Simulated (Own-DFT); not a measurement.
# How strain changes the stress of diamond-structure GeSn with randomly placed atoms, 64 atoms (Ge56Sn8)

These are calculations, not measurements. The program, named Own-DFT, is a retired in-house plane-wave density functional code that no person has reviewed. Each row is one single-point run on a periodic cell that was not relaxed, without spin or spin-orbit coupling.

Settings of every run: PBE; PseudoDojo norm-conserving scalar-relativistic files; cutoff 49 hartree; 3 x 3 x 3 k mesh centred on Gamma; Fermi-Dirac smearing of 0.1 eV.

Known limits: forces on such cells moved up to 12 meV/angstrom on a denser k mesh; stress not checked against mesh or cutoff.

Unstrained cell vectors in Å: (11.524, 0.000, 0.000); (0.000, 11.524, 0.000); (0.000, 0.000, 11.524). The unstrained cell has measured lattice constants (interpolated for alloys), not those of this functional. That, the random moves and any unrelaxed bonds set the pressure at no strain. Each run strains this cell uniformly, with the atoms carried along. Every atom was also moved at random, by a Gaussian of width 0.05 Å on each axis. The random placing of the alloy's atoms differs from row to row. Strain is the symmetric tensor, in per cent. Stress is positive in tension, and the pressure is minus a third of its trace.

| run | e_xx (%) | e_yy (%) | e_zz (%) | s_xx (GPa) | s_yy (GPa) | s_zz (GPa) | P (GPa) | E (meV/atom) |
|---|---|---|---|---|---|---|---|---|
| 1 | 2.75 | 2.75 | 0.00 | -1.02 | -1.01 | -2.34 | 1.46 | 0.0 |
| 2 | -2.00 | -2.00 | 0.00 | -9.03 | -9.02 | -7.85 | 8.64 | 81.0 |
| 3 | 2.50 | 2.50 | 0.00 | -1.58 | -1.52 | -2.68 | 1.93 | 15.9 |
| 4 | -2.25 | -2.25 | 0.00 | -9.35 | -9.49 | -7.89 | 8.91 | 75.2 |
| 5 | 0.25 | 0.25 | 0.00 | -4.80 | -5.02 | -5.00 | 4.94 | 37.2 |
| 6 | -3.00 | -3.00 | 0.00 | -10.92 | -10.89 | -9.25 | 10.35 | 97.7 |
| 7 | 1.25 | 1.25 | 0.00 | -3.04 | -3.09 | -3.78 | 3.30 | 9.8 |
| 8 | -2.50 | -2.50 | 0.00 | -10.19 | -10.13 | -8.53 | 9.62 | 97.7 |
| 9 | 2.00 | 2.00 | 0.00 | ? | ? | ? | ? | ? |

E is the free energy for each atom above the lowest run shown.

## Worked fit

The change of volume is close to e_xx + e_yy + e_zz. A straight line through the runs shown gives P = 5.60 - 77 x (fractional change of volume) GPa, with an error of 2 on the slope and a scatter of 0.25 GPa. The strain isn't the same on all axes, but the crystal is cubic, so the slope still estimates the bulk modulus, averaged over pressures from 1.5 to 10.4 GPa.

## Withheld run

Question: what pressure should run 9 give? Its volume changes by 4.04 %.

The line gives 2.5 GPa. The calculation gave 2.62 GPa.
